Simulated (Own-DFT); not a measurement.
# Strain and stress in wurtzite AlN, 72 atoms (Al36N36)

These are calculations, not measurements. They come from Own-DFT, an in-house plane-wave density functional program, since retired, whose code no person has reviewed. Each row is one single-point run on a periodic cell that was not relaxed, without spin or spin-orbit coupling.

Settings of every run: PBE; PseudoDojo norm-conserving scalar-relativistic files; cutoff 42 hartree; 4 x 4 x 3 k mesh centred on Gamma; Gaussian smearing of 0.01 eV.

Known limits: k mesh not checked against a denser one; stress not checked against mesh or cutoff.

Unstrained cell vectors in Å: (9.336, 0.000, 0.000); (-4.668, 8.085, 0.000); (0.000, 0.000, 9.964). The unstrained cell has measured lattice constants (interpolated for alloys), not those of this functional. That, the random moves and any unrelaxed bonds set the pressure at no strain. Each run strains this cell uniformly, with the atoms carried along. Every atom was also moved at random, by a Gaussian of width 0.05 Å on each axis. Strain is the symmetric tensor, in per cent. Stress is positive in tension, and the pressure is minus a third of its trace.

```
run,e_xx (%),e_yy (%),e_zz (%),e_yz (%),e_xz (%),e_xy (%),s_xx (GPa),s_yy (GPa),s_zz (GPa),s_yz (GPa),s_xz (GPa),s_xy (GPa),P (GPa),E (meV/atom)
1,-1.84,1.38,-1.88,1.88,1.34,-0.05,-15.90,-0.56,-16.88,4.82,4.66,-1.56,11.11,48.7
2,0.62,-0.59,-0.61,0.55,0.73,0.58,-4.46,-8.72,-7.78,1.96,1.18,3.53,6.99,27.2
3,1.24,-1.48,0.51,0.71,0.79,-1.08,0.50,-13.61,-3.32,1.36,1.59,-3.60,5.48,19.6
4,1.44,-0.97,-1.26,-0.18,-1.42,0.17,-1.11,-9.36,-11.50,-2.07,-3.65,-0.77,7.32,28.0
5,0.39,-0.32,-0.38,-0.30,-0.26,-0.43,-3.52,-6.12,-8.81,-1.29,-0.37,-1.49,6.15,13.9
6,-0.68,-0.69,1.88,1.50,-1.13,-1.25,-6.25,-9.71,0.92,3.36,-2.28,-5.08,5.01,28.0
7,-1.94,-1.79,-0.23,-1.91,-0.96,0.77,-17.96,-19.10,-8.78,-6.43,-1.83,4.88,15.28,56.5
8,1.13,0.08,0.28,-0.11,0.54,-1.41,0.13,-4.55,-1.96,0.64,1.37,-3.78,2.13,0.0
9,-0.79,-0.25,-0.34,-1.93,-0.35,0.20,-9.47,-7.59,-9.02,-5.09,-0.68,0.17,8.69,23.2
10,0.43,-0.11,-1.64,1.04,0.22,-1.67,-4.81,-7.35,-12.34,2.79,1.05,-4.67,8.17,29.3
11,-1.31,0.21,-1.29,-0.49,0.77,-0.82,-14.98,-6.59,-12.20,-1.15,2.43,-1.37,11.26,45.4
12,1.99,1.51,1.34,-0.04,-0.56,0.77,4.22,3.23,1.77,0.12,-1.84,2.56,-3.07,32.4
13,-1.64,0.08,0.43,-0.43,0.33,1.33,-17.49,-6.05,-2.73,-0.75,1.22,7.79,8.76,33.1
14,-0.40,-1.68,-1.52,1.64,-1.68,-0.83,-12.69,-16.28,-13.51,3.84,-4.81,-4.55,14.16,51.8
15,-0.71,-0.93,1.29,0.60,-1.35,1.61,-8.90,-11.78,-1.13,2.36,-3.01,6.91,7.27,44.7
16,-0.78,-1.58,0.73,0.25,1.18,1.60,-11.42,-14.07,-4.33,0.73,2.95,4.77,9.94,41.3
17,0.52,1.29,-0.60,0.76,-1.71,-0.14,-2.75,-0.04,-7.38,2.24,-4.82,-1.10,3.39,24.5
18,-0.90,1.68,-0.83,0.91,-0.64,-1.79,?,?,?,?,?,?,?,?
```

E is the free energy for each atom above the lowest run shown.

## Worked fit

Each stress component was fitted by least squares to a constant and the strains of the runs shown, as fractions, with shears doubled. Shear strains stay in the fit of a normal stress only where such slopes are resolved. The slopes, in GPa:

| stress | at no strain | per e_xx | per e_yy | per e_zz | scatter |
|---|---|---|---|---|---|
| s_xx | -6.4 | 523 ± 32 | 60 ± 37 | 98 ± 35 | 1.53 |
| s_yy | -6.1 | 84 ± 20 | 533 ± 23 | 25 ± 21 | 0.95 |
| s_zz | -5.9 | 76 ± 25 | 37 ± 28 | 455 ± 26 | 1.16 |

Each shear stress against twice its own strain: yz 137 ± 8, xz 129 ± 5, xy 172 ± 20 GPa. These are stiffnesses along x, y and z of the frame in which the cell vectors are given, which need not be the crystal's axes. The atoms are held to the strained lattice; where symmetry lets them move under strain, relaxing them would lower some slopes. The table should be nearly symmetric about its diagonal, and what it lacks of that shows the noise. A ninth of its sum, 210 ± 7 GPa, estimates the bulk modulus near the mean pressure of these runs, 7.5 GPa, so it lies above the value at zero pressure.

## Withheld run

Question: what normal stresses and pressure should run 18 give?

The fit gives s_xx = -10.9, s_yy = 1.8, s_zz = -9.7 and P = 6.3 GPa. The calculation gave -9.46, 0.79, -8.63 and P = 5.77 GPa.
